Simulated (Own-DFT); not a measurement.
## Calculated data, Ti12O23 (rutile with two vacancies, strained, atoms displaced)

Computed with Own-DFT development build. A calculation, not a measurement: plane-wave PBE density functional theory by an unreviewed code, no spin, of a simulated periodic cell, stress positive in tension, free energy of the whole cell less one offset for each atom, defect cell not probed for a lower state with spin; oxygen file: force components 24 meV/angstrom off all-electron in one glass; forces on such cells passed a denser k mesh, this cell's mesh not checked; offsets are fitted by least squares, one for each functional and potential file, so energies compare only between cells with the same atoms and settings and are not formation energies; the far tail of each file's local potential was reset to the Coulomb form; each entry is a single point on an unrelaxed cell, so the pressure reflects the starting lattice, mostly measured values (interpolated for alloys), from which strain is counted, and rises with the displacements; printed positions are rounded, which can move forces by about a meV/angstrom; the program, named Own-DFT, is a retired in-house code; no spin-orbit coupling; before rounding, a Quantum ESPRESSO 7.3.1 run of the same cell and cutoff gave forces within 1 meV/angstrom rms on each cell, which checks the program and not the settings.

```xyz
70
Lattice="9.0816 -0.0985 -0.0817 -0.0985 9.2696 -0.0959 -0.0789 -0.0927 9.0261" Properties=species:S:1:pos:R:3:force_x:R:1:force_y:R:1:force_z:R:1 formula=Ti12O23 functional=PBE potential_files=PseudoDojo_norm-conserving,scalar-relativistic,standard_set wave_cutoff=72 occupations=Fermi-Dirac smearing_width=0.1 k_mesh=3_x_3_x_3_centred_on_Gamma free_energy_of_cell_above_offsets=-7.675 pressure=6.14 stress_xx=-8.59 stress_yy=-6.19 stress_zz=-3.65 stress_yz=-2.83 stress_xz=-2.73 stress_xy=-5.66
Ti     8.9977    -0.1823     8.9041      1.413      0.025     -0.678
Ti     2.3048     2.3383     1.5354      0.277     -3.553     -1.725
O      1.1914     1.3813     8.9329      0.193      0.654      0.559
O      3.1211     3.1249     0.0418      0.124      0.968     -0.175
O      3.6050     0.7911     1.4436     -0.999      1.612      1.287
Ti     0.0066     0.0162     2.8785     -0.725     -1.958      0.681
Ti     2.1756     2.2988     4.5145     -0.179     -0.596      1.252
O      1.3466     1.2304     2.9850      1.494       3.11      0.273
O      3.1192     3.0216     2.9187       0.14      1.695       1.07
O      3.6437     0.8508     4.4988     -0.054      0.223     -0.861
O      0.8373     3.7849     4.5051      0.484     -1.119     -0.921
Ti    -0.0738     9.1639     5.8835     -1.574     -1.625      0.193
Ti     2.1608     2.1814     7.5360      0.946     -1.366     -0.671
O      1.2629     1.3008     5.9274      2.344      2.792     -0.133
O      3.1962     3.2586     6.0612     -3.163     -3.145     -1.022
O      3.5642     0.7937     7.3996     -1.024      1.467      0.023
O      0.8299     3.6991     7.4606     -0.264      0.613      0.406
Ti    -0.1139     4.5730     8.9266      0.467       0.13     -1.072
Ti     2.2503     6.7975     1.4293     -0.243      3.541      0.942
O      1.4061     6.1326    -0.0128     -2.856     -2.373     -2.309
O      2.9744     7.7756     8.7861      0.159     -0.846      0.003
O      3.4961     5.5440     1.3136      1.862     -2.011      0.467
O      0.8391     8.4126     1.3844     -0.677      0.097     -0.625
Ti     8.9934     4.4995     2.9762     -0.559      0.379      2.216
Ti     2.1778     7.0239     4.4107     -0.693     -0.526     -1.447
O      1.2449     6.1158     2.8913     -0.549     -1.423     -0.065
O      3.0910     7.8477     2.8974      0.322     -0.169       0.28
O      3.6999     5.4661     4.4789     -2.405       1.49     -1.635
O      0.7011     8.4008     4.3780      1.476     -1.309     -0.761
Ti     8.8619     4.4656     5.9983      2.344      1.699      -1.69
Ti     2.1183     6.7576     7.3986     -0.141      2.607      1.449
O      1.2539     6.0746     5.8307      0.063     -0.404      0.773
O      3.0466     7.7741     5.8221     -0.363     -0.488      1.121
O      3.5779     5.2721     7.4378      -3.01      3.398      2.179
O      0.8239     8.3697     7.3783      0.214     -0.976      0.633
Ti     4.6703     0.0654     0.1484     -4.643     -3.599     -3.296
Ti     6.7492     2.2223     1.2404      1.653      2.094      2.953
O      5.9017     1.2820    -0.0155      2.295      2.881     -2.343
O      7.7506     3.2012    -0.0557     -0.309     -0.451     -0.236
O      8.1723     0.7494     1.3644     -1.064      0.939     -0.448
O      5.4367     3.6808     1.4380     -0.581     -0.297     -0.716
Ti     4.7090    -0.0350     3.1165     -2.401     -2.305     -0.781
Ti     6.7040     2.0868     4.4030      1.862       0.53      0.051
O      5.8823     1.3356     2.9426      0.277      0.371     -0.566
O      7.5849     3.1083     2.7954      1.381      0.872      0.735
O      8.1785     0.8604     4.4582     -1.813      1.167     -0.656
O      5.1885     3.7335     4.3893      2.277      -2.13     -0.814
Ti     4.2752     9.1174     5.8477       1.15      0.344      3.275
Ti     6.7053     2.1919     7.3615      0.007     -0.218     -0.823
O      5.7954     1.4029     5.9083      0.717      0.157      0.213
O      7.5830     3.2900     6.0246     -1.898     -2.965     -0.711
O      8.1270     0.6562     7.2833     -1.627      1.939      1.887
O      5.3391     3.6893     7.3907       1.48     -1.409      1.981
Ti     4.3622     4.5666     8.9009      0.163     -2.634      0.874
Ti     6.7621     6.7471     1.2673      1.349      3.217      5.509
O      5.8402     5.9093     0.0625     -0.632     -0.411     -1.904
O      7.6485     7.6043     8.7763     -0.571     -0.359      1.352
O      5.3587     8.4102     1.2979      1.695     -2.006      2.168
Ti     4.5222     4.5209     2.9255      0.535      0.506      1.852
Ti     6.6884     6.7839     4.3620      1.176      0.864      1.566
O      5.8167     5.9826     2.8607      0.276     -0.453     -1.491
O      7.6034     7.7365     2.8443     -0.323     -0.599     -0.653
O      8.1285     5.4604     4.3535      0.097     -0.984     -0.623
O      5.3424     8.1521     4.4599     -0.779      1.893     -0.922
Ti     4.3769     4.6296     6.0104      1.997      -0.38      -3.89
Ti     6.6450     6.6882     7.5957     -1.314       1.71     -5.226
O      5.8206     5.8894     5.8499      0.887      0.886      0.834
O      7.6588     7.6952     5.8735     -1.042     -0.837     -0.079
O      7.9388     5.3718     7.3435      1.038      0.083      1.479
O      5.1142     8.2690     7.4420      1.841     -1.028     -0.567
```

Units: wave_cutoff in hartree; smearing_width, free_energy_of_cell_above_offsets in eV; pressure, stress_xx, stress_yy, stress_zz, stress_yz, stress_xz, stress_xy in GPa; force_x, force_y, force_z in eV/Å.
